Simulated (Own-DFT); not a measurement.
Hf₃₆O₇₁ (tetragonal hafnia with one neutral oxygen vacancy, atoms displaced) (calculated)

All values are calculated (Own-DFT development build). A calculation, not a measurement: plane-wave PBE and HSE06 DFT by an unreviewed code, no spin, of a simulated cell at Gamma alone, so results move with cell size and shape, stress positive in tension, energies less offsets, not probed for a lower state with spin; hafnium file: forces about 75 meV/angstrom off all-electron values; oxygen file: force components 24 meV/angstrom off all-electron in a glass; k mesh not checked against a denser one; forces and stress are PBE's, HSE06 gives the energy alone, and its difference from PBE has offsets of its own; offsets are fitted by least squares, one for each functional and potential file, so energies compare only between cells with the same atoms and settings and are not formation energies; the far tail of each file's local potential was reset to the Coulomb form; each entry is a single point on an unrelaxed cell, so the pressure reflects the starting lattice, taken from the Materials Project, from which strain is counted, and rises with the displacements; printed positions are rounded, which can move forces by about a meV/angstrom; the program is a retired in-house code; no spin-orbit coupling.

```xyz
107
Lattice="10.7800 0.0000 0.0000 0.0000 10.7800 0.0000 0.0000 0.0000 10.4493" Properties=species:S:1:pos:R:3:force_x:R:1:force_y:R:1:force_z:R:1 formula=Hf36O71 first_functional=PBE second_functional=HSE06 exact_exchange_share=0.25 screening=0.11 exchange_divergence=Gygi-Baldereschi potential_files=PseudoDojo_norm-conserving,scalar-relativistic,made_for_PBE,standard_set wave_cutoff=48 occupations=fixed k_mesh=1_x_1_x_1_centred_on_Gamma PBE_energy_of_cell_above_offsets=-83.644 HSE06_less_PBE_above_offsets=0.732 PBE_pressure=7.17 PBE_stress_xx=-6.6 PBE_stress_yy=-7.42 PBE_stress_zz=-7.49 PBE_stress_yz=0.5 PBE_stress_xz=-2.28 PBE_stress_xy=0.32
Hf     0.0384     0.0250     0.0137      -0.74     -1.313     -0.737
Hf     1.7213     1.8958     2.3977      4.659     -0.413      3.206
O     10.7332     1.7865     1.5884      0.006     -0.262     -0.811
O      1.8661    10.7058     3.6348     -0.745      1.241     -0.345
O     10.7503     1.8504     4.3352     -0.507     -1.035     -1.561
O      1.8369    10.6933     1.0226     -0.213      0.696     -0.106
Hf     0.0658     0.0440     5.3944     -1.267     -1.631     -2.656
Hf     1.8135     1.7319     7.8024      2.213      1.823      0.119
O      0.0547     1.9702     6.8839      -0.72     -1.813      0.256
O      1.7685    10.7740     8.8661     -0.025      0.088      0.105
O     10.7370     1.9002     9.4790      0.691     -1.971     -0.354
O      1.7445    10.7752     6.2613      2.268      0.579      1.509
Hf    10.7429     3.6236    10.4011      0.315      0.835     -0.093
Hf     1.4998     5.3391     2.5164      6.732      0.445        2.8
O     10.7242     5.3938     1.5114     -2.378     -0.415     -0.991
O      1.8069     3.6219     3.6978     -1.188     -0.872     -1.118
O      0.0158     5.3264     4.1571     -0.769      1.025     -0.513
O      1.7795     3.6156     1.0079     -1.399     -1.377      0.128
Hf     0.0641     3.6564     5.1579      2.195     -1.328      2.942
Hf     1.8463     5.2967     7.8622     -0.441      1.551     -0.502
O      0.0379     5.5581     6.8009     -1.016     -1.215      0.203
O      1.8287     3.6384     8.7790     -0.311     -2.286      1.927
O      0.0734     5.3371     9.4013     -0.718      0.794      0.127
O      1.8094     3.4516     6.4191      -0.28      2.137      -2.59
Hf     0.1512     7.2464     0.1000     -2.442      0.646     -2.058
Hf     1.9072     9.0163     2.5644     -1.303     -0.537      1.494
O      0.0073     9.0520     1.5462       1.24      0.114      0.167
O      1.8094     7.1663     3.6084     -0.807     -0.024     -0.814
O      1.9304     7.2805     1.0142     -3.696      0.088      1.907
Hf    10.7582     7.1809     5.3259     -1.005      1.006      -1.65
Hf     1.8532     8.9830     7.8181     -0.482     -0.985     -0.062
O     10.7743     9.0287     6.9198      1.224     -0.153     -1.684
O      1.8654     7.1421     8.8844     -0.387      0.897     -0.097
O      0.0216     9.0542     9.3276      0.578     -0.298      2.484
O      1.7708     7.2806     6.2028      1.268     -0.226      0.608
Hf     3.6430    10.7394    10.4179      1.984      2.334      0.987
Hf     5.3352     1.7686     2.5825      2.006      1.729      1.034
O      3.7097     1.7396     1.6152      -4.68     -0.278     -1.365
O      5.3277     0.0599     3.6648      -0.17     -2.194       0.47
O      3.7007     1.7522     4.2353     -1.121      0.309      0.713
O      5.4119    10.6547     1.0023     -0.588      0.778      0.103
Hf     3.6060    10.6200     5.2764      1.816      2.872     -0.521
Hf     5.5142     1.8684     7.7793     -3.569     -1.467      1.901
O      3.6971     1.9131     6.7660     -0.662     -1.308       1.48
O      5.4380    10.7414     8.9334     -1.955      5.566      1.504
O      3.5198     1.8480     9.4771     -0.657     -2.822      -1.18
O      5.5014    10.6339     6.3662     -0.878      0.152     -1.131
Hf     3.5987     3.5772    10.3189      2.324      1.849      3.023
Hf     5.3492     5.4799     2.7191     -1.426     -3.231     -3.183
O      3.4777     5.2780     1.5846      0.189      1.065      1.102
O      5.2547     3.5923     3.6698      0.936      0.525     -0.615
O      3.5709     5.3638     4.2795      0.283      1.437     -0.188
O      5.3582     3.5063     0.9561       0.97      0.285     -0.119
Hf     3.6646     3.6598     5.2763     -0.967     -3.356     -2.003
Hf     5.3250     5.3209     7.7024       1.66      1.809      4.266
O      3.6767     5.3809     6.8532      -3.64      0.224     -1.681
O      5.4429     3.4950     8.9410      0.106       1.52     -1.836
O      3.5794     5.3840     9.4581     -0.366     -0.272      -1.14
O      5.3761     3.6652     6.2044      3.097      0.297       1.25
Hf     3.4800     7.2420    10.3890      6.104     -2.935     -1.109
Hf     5.2141     9.0052     2.7002      7.747      0.676      0.617
O      3.7739     8.8865     1.6200     -4.939     -0.167     -2.332
O      5.4542     7.1009     3.6971     -1.241      3.539      0.583
O      3.5426     8.8966     4.2449      0.741      0.333     -1.689
O      5.6012     7.1223     1.0114     -2.479     -0.065      0.478
Hf     3.5928     7.1433     5.2033     -0.076     -0.335      1.069
Hf     5.4645     9.1826     8.0241      0.801     -5.774     -3.487
O      3.5670     9.0035     6.7217     -0.059      0.198      1.297
O      5.1934     7.2054     8.8813      0.598     -0.909     -1.168
O      3.5976     8.9952     9.5105     -0.998      0.987     -1.459
O      5.4683     7.1811     6.2374     -3.917     -0.648      0.776
Hf     7.3364     0.0637    10.3961     -4.415     -7.289      3.327
Hf     9.0944     1.6898     2.7037     -4.324     -1.649     -0.541
O      7.2588     1.8245     1.6523      0.638      0.259      0.351
O      8.8957    10.6507     3.7066      2.107      3.991      0.297
O      7.1914     1.7648     4.1615      1.197      1.797      0.853
O      8.8168    10.7677     1.0790      6.504      0.638      1.625
Hf     7.3172     0.0278     5.1415     -2.365      0.007      1.968
Hf     9.0607     1.6999     7.8192     -0.816      1.462     -0.485
O      7.0455     1.7525     6.7445      4.387      0.991     -0.858
O      9.0343     0.0724     8.8238      0.766     -1.735      1.522
O      7.2269     1.5738     9.5341     -0.378      8.246     -4.371
O      9.0489    10.7783     6.2739     -0.477      1.079      0.507
Hf     7.4154     3.6680     0.0367     -8.582      -2.29      -1.83
Hf     8.9102     5.1960     2.7232     -0.914      7.046     -2.633
O      7.1566     5.4080     1.5511      1.704     -1.158      1.094
O      8.9484     3.5477     3.5330     -0.108     -1.948      3.198
O      7.0369     5.5025     4.2854      2.017     -4.026     -0.811
O      8.8927     3.6284     1.0165      6.617      0.387      3.237
Hf     7.3723     3.6192     5.2845     -3.722     -1.044     -1.137
Hf     8.8966     5.4200     7.8733      1.228      1.126     -0.003
O      7.1385     5.4845     6.8585      2.186     -1.395     -0.392
O      8.8946     3.4353     8.9333      0.018      2.112     -0.686
O      7.2807     5.4311     9.4333      1.048     -1.671     -1.855
O      9.0404     3.4200     6.3354     -0.403      1.873     -1.102
Hf     7.3191     7.0250     0.0248     -1.432      5.064      2.021
Hf     9.0829     9.0658     2.6808      -3.13     -4.218     -1.578
O      7.2320     9.0464     1.6373      0.252     -1.008      1.487
O      8.9945     7.1734     3.7246      0.886      -0.46     -1.442
O      7.2664     9.1139     4.2853      -1.15     -2.969     -0.038
O      9.1412     7.2017     1.0315     -0.451     -0.317     -0.716
Hf     7.0776     7.2118     5.2850      2.797      3.083     -0.737
Hf     9.0432     8.9808     7.9112     -2.143      1.285     -1.619
O      7.2412     8.8036     7.0223      -0.01       0.55     -1.494
O      9.1089     7.3243     8.8012     -0.267     -4.428      1.445
O      7.0593     9.0450     9.3382      1.923     -0.949      2.131
O      8.9236     7.2483     6.1601      1.288     -0.969      1.575
```

Units: screening in 1/bohr; wave_cutoff in hartree; PBE_energy_of_cell_above_offsets, HSE06_less_PBE_above_offsets in eV; PBE_pressure, PBE_stress_xx, PBE_stress_yy, PBE_stress_zz, PBE_stress_yz, PBE_stress_xz, PBE_stress_xy in GPa; force_x, force_y, force_z in eV/Å.
